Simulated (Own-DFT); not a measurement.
# Point defects and the pressure they add: B20 RuSi

Calculated, not measured: single-point runs of Own-DFT, a retired in-house plane-wave DFT program that no person has reviewed, on unrelaxed cells, without spin or spin-orbit coupling.

Common settings: PBE; PseudoDojo norm-conserving scalar-relativistic files; cutoff 50 hartree; 5 x 4 x 5 k mesh centred on Gamma; cold (Marzari-Vanderbilt) smearing of 0.2 eV.

Keep in mind (not all hold for every row): not probed for a lower state with spin; forces on such cells failed a check on a denser k mesh; stress not checked against mesh or cutoff.

All runs share one cell, with vectors in Å (4.709, 0.000, 4.709); (0.000, 9.417, 0.000); (-4.709, 0.000, 4.709) and a volume of 417.6 Å³. Atoms were moved at random from their sites; u is the rms move along one axis. The defect's site can differ from row to row.

```
cell,formula,u (Å),P (GPa)
no defect,Ru16Si16,0.0197,4.86
no defect,Ru16Si16,0.0199,4.89
no defect,Ru16Si16,0.0538,7.12
one Ru vacancy,Ru15Si16,0.0291,3.05
one Ru vacancy,Ru15Si16,0.0302,2.44
one Ru vacancy,Ru15Si16,0.0482,?
one Ru vacancy,Ru15Si16,0.0555,4.44
one Ru on a Si site,Ru17Si15,0.0254,7.34
one Ru on a Si site,Ru17Si15,0.0287,8.71
one Ru on a Si site,Ru17Si15,0.0496,8.78
one Si on a Ru site,Ru15Si17,0.0286,5.51
one Si on a Ru site,Ru15Si17,0.0319,5.67
one Si on a Ru site,Ru15Si17,0.0526,7.44
one Si vacancy,Ru16Si15,0.0297,2.20
one Si vacancy,Ru16Si15,0.0439,2.79
one Si vacancy,Ru16Si15,0.0531,4.72
```

## What the rows give

P = P0 + c u² + a shift for each defect gives P0 = 4.55 GPa, c = 876 ± 131 GPa/Å² and a scatter of 0.48 GPa. The shifts, and each times the cell's volume:

- one Ru on a Si site: 2.58 ± 0.40 GPa, 6.7 eV
- one Si on a Ru site: 0.31 ± 0.40 GPa, 0.8 eV (not resolved)
- one Ru vacancy: -2.66 ± 0.40 GPa, -6.9 eV
- one Si vacancy: -2.96 ± 0.40 GPa, -7.7 eV

Positive is outwards. The product with the volume (160.2 GPa Å³ to the eV) is nearly free of the cell's size; divided by the bulk modulus at the cell's pressure it gives the volume that the defect adds. The atoms around the defects weren't relaxed, which would change these numbers.

## Prediction

The question: what pressure belongs in the blank (one Ru vacancy, u = 0.0482 Å)?

From the fit: 3.93 ± 0.57 GPa. The run itself gave 4.22 GPa.
